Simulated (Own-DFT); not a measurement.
Simulation results for Hf36O71 (tetragonal hafnia with one neutral oxygen vacancy, atoms displaced)

Computed with Own-DFT development build. A calculation, not a measurement: plane-wave PBE and HSE06 DFT by an unreviewed code, no spin, of a simulated cell at Gamma alone, so results move with cell size and shape, stress positive in tension, energies less offsets, not probed for a lower state with spin; hafnium file: forces about 75 meV/angstrom off all-electron values; oxygen file: force components 24 meV/angstrom off all-electron in a glass; k mesh not checked against a denser one; forces and stress are PBE's, HSE06 gives the energy alone, and its difference from PBE has offsets of its own; offsets are fitted by least squares, one for each functional and potential file, so energies compare only between cells with the same atoms and settings and are not formation energies; the far tail of each file's local potential was reset to the Coulomb form; each entry is a single point on an unrelaxed cell, so the pressure reflects the starting lattice, taken from the Materials Project, from which strain is counted, and rises with the displacements; printed positions are rounded, which can move forces by about a meV/angstrom; the program is a retired in-house code; no spin-orbit coupling.

Common to all runs: first functional PBE; second functional HSE06; exact exchange share 0.25; screening 0.11 1/bohr; exchange divergence Gygi-Baldereschi; potential files PseudoDojo norm-conserving, scalar-relativistic, made for PBE, standard set; wave cutoff 48 hartree; occupations fixed; k mesh 1 x 1 x 1 centred on Gamma.

(1) Hf36O71 (tetragonal hafnia with one neutral oxygen vacancy, atoms displaced)

```
cell vectors (Å)
  10.7800     0.0000     0.0000
   0.0000    10.7800     0.0000
   0.0000     0.0000    10.4493
atoms (fractions of the cell vectors)
Hf  0.99618  0.00688  0.00065
Hf  0.17086  0.16611  0.24610
O   0.00672  0.17374  0.14812
O   0.16567  0.00201  0.33846
O   0.00019  0.16619  0.41279
O   0.16157  0.99852  0.09718
Hf  0.00091  0.00525  0.50223
Hf  0.16714  0.16328  0.75158
O   0.99947  0.16987  0.64570
O   0.16221  0.99686  0.85522
O   0.00058  0.16464  0.90577
O   0.16707  0.99901  0.59580
Hf  0.00518  0.32942  0.99762
Hf  0.16319  0.50266  0.25329
O   0.00351  0.50047  0.15836
O   0.17491  0.33047  0.34981
O   0.99888  0.49940  0.40191
O   0.16393  0.33898  0.09809
Hf  0.99881  0.32982  0.49549
Hf  0.16661  0.49121  0.75338
O   0.99834  0.49560  0.65841
O   0.16977  0.32966  0.84941
O   0.00499  0.49406  0.90107
O   0.16619  0.33284  0.59748
Hf  0.00518  0.66612  0.01160
Hf  0.16471  0.83659  0.24583
O   0.99532  0.83363  0.15124
O   0.16083  0.66138  0.34698
O   0.99459  0.83295  0.40857
O   0.16019  0.66360  0.09748
Hf  0.99851  0.66737  0.49587
Hf  0.16400  0.83259  0.75749
O   0.99577  0.82858  0.65413
O   0.16309  0.66797  0.84988
O   0.00214  0.83075  0.89965
O   0.16034  0.66132  0.60325
Hf  0.33971  0.99997  0.99950
Hf  0.49993  0.16628  0.25108
O   0.33123  0.16837  0.15138
O   0.50122  0.99770  0.34978
O   0.33510  0.17627  0.40581
O   0.48903  0.00071  0.09974
Hf  0.33014  0.00481  0.49622
Hf  0.48833  0.16687  0.75211
O   0.32770  0.16172  0.64995
O   0.49864  0.99473  0.84871
O   0.33346  0.16871  0.89907
O   0.49862  0.99957  0.60156
Hf  0.32972  0.34213  0.00355
Hf  0.49676  0.50923  0.25286
O   0.32860  0.50263  0.15147
O   0.49541  0.33508  0.34718
O   0.32210  0.50029  0.40746
O   0.49662  0.33570  0.10085
Hf  0.33691  0.32964  0.49882
Hf  0.49751  0.49691  0.74904
O   0.32940  0.49629  0.65556
O   0.49260  0.32701  0.86160
O   0.34346  0.50722  0.90691
O   0.50137  0.33459  0.59896
Hf  0.33443  0.67446  0.00281
Hf  0.49956  0.84571  0.24501
O   0.34033  0.83063  0.15817
O   0.49642  0.67035  0.34701
O   0.33794  0.84022  0.40178
O   0.50336  0.66762  0.09831
Hf  0.32774  0.66326  0.50029
Hf  0.50173  0.82765  0.74462
O   0.33765  0.83012  0.64658
O   0.49792  0.66721  0.84432
O   0.33016  0.83368  0.91211
O   0.50690  0.66645  0.60505
Hf  0.65911  0.00434  0.00192
Hf  0.83021  0.16717  0.24219
O   0.66504  0.16848  0.14978
O   0.67560  0.16102  0.40375
O   0.83146  0.00391  0.09358
Hf  0.67059  0.99500  0.50455
Hf  0.83161  0.16144  0.74215
O   0.66634  0.16281  0.64568
O   0.83552  0.99520  0.84502
O   0.66709  0.16153  0.90622
O   0.82592  0.99882  0.59672
Hf  0.66716  0.32905  0.00194
Hf  0.82623  0.50433  0.25449
O   0.67124  0.49660  0.14397
O   0.83780  0.33204  0.33828
O   0.67277  0.49994  0.40441
O   0.82771  0.33256  0.10745
Hf  0.66278  0.33229  0.50224
Hf  0.83563  0.49970  0.74610
O   0.66306  0.50500  0.65323
O   0.83684  0.33173  0.85257
O   0.67628  0.49625  0.90513
O   0.82147  0.33710  0.60091
Hf  0.66519  0.66628  0.99550
Hf  0.82662  0.83656  0.25364
O   0.67322  0.82380  0.14721
O   0.83109  0.67062  0.35158
O   0.67177  0.83481  0.40477
O   0.83482  0.66776  0.10497
Hf  0.67324  0.67144  0.49763
Hf  0.83683  0.83409  0.74396
O   0.66579  0.82917  0.64512
O   0.83332  0.65918  0.84548
O   0.66180  0.82644  0.90584
O   0.83836  0.66656  0.59894
```

The calculation gives: PBE energy of cell above offsets -97.636 eV; HSE06 less PBE above offsets 0.016 eV; PBE pressure 1.84 GPa; PBE stress xx -1.3 GPa; PBE stress yy -1.93 GPa; PBE stress zz -2.3 GPa; PBE stress yz -0.24 GPa; PBE stress xz -0.97 GPa; PBE stress xy -0.2 GPa.

Force:
```csv
element,x (eV/Å),y (eV/Å),z (eV/Å)
Hf,0.493,-2.163,-0.3
Hf,-0.882,1.041,-0.07
O,-0.901,-0.603,0.734
O,0.198,-0.122,1.266
O,-0.21,-0.515,-1.904
O,1.401,-0.357,0.149
Hf,-0.559,-1.264,-0.099
Hf,-0.522,-0.062,0.155
O,-0.282,-0.528,1.15
O,0.414,0.841,-1.18
O,0.208,0.378,-1.332
O,-0.183,0.011,0.215
Hf,-2.051,1.233,0.573
Hf,0.041,-1.591,-0.237
O,-1.296,0.083,-0.371
O,-0.903,-0.063,-0.396
O,-0.019,-0.267,0.418
O,0.866,-0.309,0.038
Hf,-0.244,1.664,1.05
Hf,-1.373,1.781,-0.426
O,0.867,-0.424,-0.884
O,0.176,-0.527,0.24
O,0.357,0.568,0.822
O,0.063,-0.177,0.066
Hf,-2.955,-0.351,-2.406
Hf,-0.516,-0.41,0.085
O,0.533,0.117,0.81
O,0.475,2.49,0.418
O,0.333,1.225,-0.735
O,2.928,0.861,1.258
Hf,0.452,-0.62,0.939
Hf,-0.346,-0.942,-0.555
O,1.406,0.871,-0.361
O,0.753,-0.595,0.012
O,-0.179,0.466,0.649
O,0.804,0.36,-0.923
Hf,-3.071,0.876,-1.257
Hf,-0.064,1.327,0.149
O,0.682,-0.31,0.07
O,-0.111,1.639,-0.197
O,0.303,-3.035,-1.259
O,2.774,0.046,1.148
Hf,1.116,-1.131,0.923
Hf,1.238,-0.581,0.141
O,0.531,0.423,0.12
O,-0.226,0.82,0.443
O,-0.196,-0.919,0.209
O,-0.375,0.322,-0.646
Hf,1.16,-0.05,0.025
Hf,0.6,-0.875,-1.505
O,0.696,0.17,0.619
O,0.449,0.031,0.233
O,1.032,-0.044,-0.276
O,0.101,-0.359,0.198
Hf,-1.411,2.286,0.699
Hf,0.563,0.628,0.627
O,0.963,0.198,-0.121
O,0.522,0.555,-1.838
O,-0.772,-0.627,-0.197
O,-0.573,-0.406,0.78
Hf,0.145,-1.823,0.196
Hf,1.109,-2.469,1.064
O,-2.122,-0.099,-0.865
O,0.162,0.278,0.217
O,-0.835,-0.948,-0.057
O,-0.768,-0.293,-0.039
Hf,0.549,1.36,1.101
Hf,0.153,-0.074,-0.454
O,-1.242,-0.054,1.063
O,-0.049,-0.43,0.624
O,-0.062,0.648,-1.042
O,-1.415,-0.325,-1.453
Hf,1.102,-1.615,-0.874
Hf,0.574,0.381,0.776
O,-1.064,-0.799,0.251
O,-0.165,0.561,-0.752
O,-0.672,0.354,0.64
Hf,-2.171,1.077,-0.52
Hf,-0.537,1.341,1.099
O,-0.645,0.282,1.257
O,-0.183,0.836,-0.184
O,-0.075,0.19,-0.816
O,2.657,0.039,0.264
Hf,0.277,1.701,0.009
Hf,0.804,-0.497,-1.344
O,-1.625,0.421,1.633
O,0.094,-0.294,1.365
O,-0.395,0.027,-0.501
O,1.122,-0.64,-1.426
Hf,0.818,-0.156,-0.424
Hf,-1.029,-0.484,1.353
O,0.221,-0.404,0.003
O,-0.15,-1.139,-0.791
O,-1.169,-0.308,-0.467
O,1.56,-0.48,-0.678
Hf,1.5,-1.354,0.533
Hf,1.102,-0.173,-0.398
O,-1.623,1.45,0.862
O,-0.054,-0.083,0.126
O,0.215,0.292,-1.224
O,-0.06,-0.426,-0.515
Hf,-0.526,-1.106,1.354
Hf,-0.577,-1.859,1.689
O,0.576,0.357,0.55
O,-0.074,1.632,-0.02
O,0.032,2.153,-0.733
O,-0.766,-0.128,-0.41
```

(2) Hf36O71 (tetragonal hafnia with one neutral oxygen vacancy, atoms displaced)

```
cell vectors (Å)
  10.7800     0.0000     0.0000
   0.0000    10.7800     0.0000
   0.0000     0.0000    10.4493
atoms (fractions of the cell vectors)
Hf  0.00622  0.00728  0.00356
Hf  0.16235  0.16692  0.24599
O   0.99853  0.16703  0.15457
O   0.16178  0.00083  0.35023
O   0.01208  0.16931  0.40608
O   0.16815  0.99996  0.09792
Hf  0.00425  0.00412  0.49586
Hf  0.16150  0.16952  0.76062
O   0.00070  0.16974  0.65317
O   0.16449  0.00135  0.83948
O   0.01065  0.16742  0.89835
O   0.15626  0.99656  0.59524
Hf  0.00304  0.32995  0.99582
Hf  0.16203  0.49772  0.24924
O   0.16036  0.33795  0.34531
O   0.99517  0.50590  0.40955
O   0.16458  0.32980  0.10487
Hf  0.99768  0.32540  0.49501
Hf  0.16742  0.49314  0.75297
O   0.99865  0.49109  0.65131
O   0.16795  0.33879  0.84697
O   0.99602  0.50006  0.90727
O   0.16079  0.33468  0.59357
Hf  0.00053  0.66713  0.99801
Hf  0.17102  0.83103  0.24679
O   0.99342  0.82252  0.16013
O   0.16468  0.66862  0.34947
O   0.99427  0.82881  0.40199
O   0.15889  0.66665  0.09016
Hf  0.98285  0.66536  0.48976
Hf  0.17255  0.83193  0.74324
O   0.00377  0.83165  0.64421
O   0.16785  0.66898  0.84824
O   0.99563  0.84254  0.89773
O   0.16589  0.66961  0.59651
Hf  0.34033  0.00571  0.99886
Hf  0.50156  0.16823  0.25714
O   0.33228  0.15786  0.15219
O   0.50071  0.00245  0.34731
O   0.32893  0.16392  0.40500
O   0.49608  0.99296  0.09525
Hf  0.33647  0.01032  0.50609
Hf  0.49769  0.17051  0.74298
O   0.34204  0.16841  0.65185
O   0.50727  0.99891  0.84664
O   0.33145  0.17249  0.89570
O   0.48628  0.00124  0.59501
Hf  0.33658  0.33635  0.99807
Hf  0.49735  0.50176  0.25393
O   0.33156  0.49999  0.15844
O   0.49906  0.33212  0.33859
O   0.32695  0.50472  0.40848
O   0.49758  0.34338  0.09487
Hf  0.33264  0.32459  0.51006
Hf  0.49484  0.49758  0.74553
O   0.32913  0.50324  0.65438
O   0.50684  0.32930  0.84869
O   0.34374  0.48771  0.90423
O   0.50445  0.33086  0.60649
Hf  0.33035  0.66754  0.99397
Hf  0.49957  0.83667  0.25116
O   0.32971  0.83572  0.15345
O   0.50329  0.66602  0.34698
O   0.32903  0.82703  0.40470
O   0.49186  0.66229  0.09707
Hf  0.33510  0.66864  0.50312
Hf  0.49970  0.83779  0.74976
O   0.34118  0.82872  0.65765
O   0.50023  0.66158  0.85090
O   0.33175  0.82668  0.90104
O   0.50922  0.67223  0.60063
Hf  0.66717  0.00075  0.99493
Hf  0.83091  0.16542  0.24067
O   0.65805  0.17173  0.15844
O   0.83442  0.00428  0.35016
O   0.66780  0.16787  0.39609
O   0.83270  0.99524  0.08920
Hf  0.67007  0.99767  0.49984
Hf  0.84169  0.16712  0.75893
O   0.66196  0.16667  0.64818
O   0.82787  0.99558  0.84585
O   0.66449  0.16851  0.90279
O   0.83229  0.99980  0.59971
Hf  0.66200  0.32395  0.99612
Hf  0.83044  0.49662  0.24328
O   0.66409  0.49974  0.15442
O   0.83111  0.32559  0.35609
O   0.67028  0.50098  0.40281
O   0.83530  0.33455  0.09240
Hf  0.66165  0.32763  0.50213
Hf  0.83496  0.50801  0.74901
O   0.66895  0.49529  0.65032
O   0.83879  0.33810  0.85215
O   0.67058  0.50041  0.91148
O   0.83802  0.33473  0.59538
Hf  0.67444  0.67195  0.00089
Hf  0.83620  0.82481  0.25687
O   0.66658  0.83918  0.15165
O   0.82451  0.65988  0.34724
O   0.65526  0.82825  0.40537
O   0.83404  0.66222  0.09826
Hf  0.66073  0.67194  0.49878
Hf  0.83202  0.82816  0.75291
O   0.66686  0.83329  0.65090
O   0.82333  0.66160  0.84193
O   0.66824  0.82361  0.89933
O   0.82486  0.65377  0.59703
```

Results for Hf36O71 (tetragonal hafnia with one neutral oxygen vacancy, atoms displaced): PBE energy of cell above offsets -95.966 eV; HSE06 less PBE above offsets 0.144 eV; PBE pressure 2.94 GPa; PBE stress xx -2.03 GPa; PBE stress yy -3.22 GPa; PBE stress zz -3.58 GPa; PBE stress yz 0.51 GPa; PBE stress xz -0.62 GPa; PBE stress xy 0.19 GPa.

Force:
```csv
element,x (eV/Å),y (eV/Å),z (eV/Å)
Hf,-0.68,-2.259,-0.554
Hf,1.021,0.27,1.239
O,-0.232,-0.554,-1.138
O,-0.047,-0.485,-0.987
O,-0.221,-1.363,-1.358
O,-0.331,0.063,-0.428
Hf,-1.279,-1.761,0.095
Hf,0.612,-0.553,-1.974
O,-0.041,-0.246,0.465
O,0.535,-0.02,0.879
O,-0.629,-0.564,0.043
O,3.103,0.547,0.797
Hf,-1.005,2.44,1.224
Hf,0.097,1.022,0.548
O,0.403,-0.958,0.123
O,0.085,-2.233,-1.946
O,0.314,0.182,-1.298
Hf,-0.918,2.914,0.885
Hf,-1.71,3.051,-2.112
O,0.905,0.772,1.264
O,-0.355,-1.524,1.168
O,0.634,0.109,0.272
O,2.067,-0.581,0.852
Hf,-0.219,0.638,-0.112
Hf,-0.993,-0.35,1.729
O,1.079,0.735,-0.95
O,-0.114,-0.357,-1.316
O,-0.798,1.255,-0.595
O,1.165,-0.248,0.831
Hf,2.311,0.663,2.398
Hf,-1.618,-0.897,-0.522
O,-1.433,-0.308,1.261
O,-0.115,-1.154,-0.217
O,0.011,-0.836,0.902
O,0.1,0.069,-0.061
Hf,-1.021,-0.658,-0.006
Hf,-1.04,-0.341,-0.837
O,0.471,0.197,0.01
O,-0.255,-0.299,0.411
O,0.208,1.425,-0.308
O,1.199,0.271,-0.08
Hf,-3.3,-2.558,-1.824
Hf,2.105,-0.22,1.616
O,-3.138,0.258,-0.84
O,-0.496,0.808,0.249
O,-0.015,-0.873,0.395
O,3.838,-0.324,1.226
Hf,0.072,-0.923,2.029
Hf,0.451,0.681,-1.051
O,-1.056,-0.16,-0.393
O,-0.321,0.095,2.031
O,0.81,-1.6,0.286
O,-0.041,-0.904,-0.056
Hf,-0.904,2.132,-1.334
Hf,2.194,0.941,1.206
O,0.746,-0.658,0.08
O,-0.249,0.214,-0.298
O,-0.73,2.388,-0.977
O,-1.947,0.223,-0.798
Hf,1.069,-0.985,0.807
Hf,-0.243,-1.151,-0.375
O,0.709,-0.138,-0.497
O,-0.249,0.535,0.179
O,0.508,1.986,-0.195
O,0.964,0.718,0.01
Hf,-1.244,-0.43,0.047
Hf,0.97,-2.287,0.602
O,-1.137,0.355,-0.688
O,-0.569,0.55,-1.003
O,0.279,2.299,0.08
O,-2.12,-0.657,0.411
Hf,-0.107,-1.494,0.101
Hf,-0.95,0.659,1.793
O,1.288,-0.373,-1.719
O,-0.407,-0.565,-0.644
O,-0.721,-0.95,0.751
O,0.409,1.16,0.524
Hf,0.332,0.636,0.275
Hf,-1.449,0.627,-1.926
O,0.928,-0.436,0.305
O,-0.298,1.343,0.192
O,0.697,-1.592,-0.453
O,0.148,0.223,-0.472
Hf,0.136,3.719,0.743
Hf,-0.337,-0.896,0.819
O,0.347,0.03,0.537
O,0.537,0.18,-2.011
O,-0.73,-0.992,0.304
O,0.016,-0.421,0.727
Hf,2.897,1.723,-0.241
Hf,-0.724,-2.924,-1.363
O,-1.249,-0.402,0.884
O,0.064,-1.748,-0.609
O,-0.09,-0.511,-0.329
O,-1.533,-1.003,0.309
Hf,-2.544,-2.735,0.512
Hf,-0.223,0.939,-0.408
O,0.157,-0.411,0.344
O,0.501,1.015,-0.166
O,0.707,2.352,-0.869
O,0.538,-0.15,0.281
Hf,0.603,-2.794,0.127
Hf,1.219,0.979,-1.311
O,0.025,0.83,0.02
O,0.849,2.016,1.473
O,0.023,2.466,-0.207
O,0.723,1.112,0.184
```
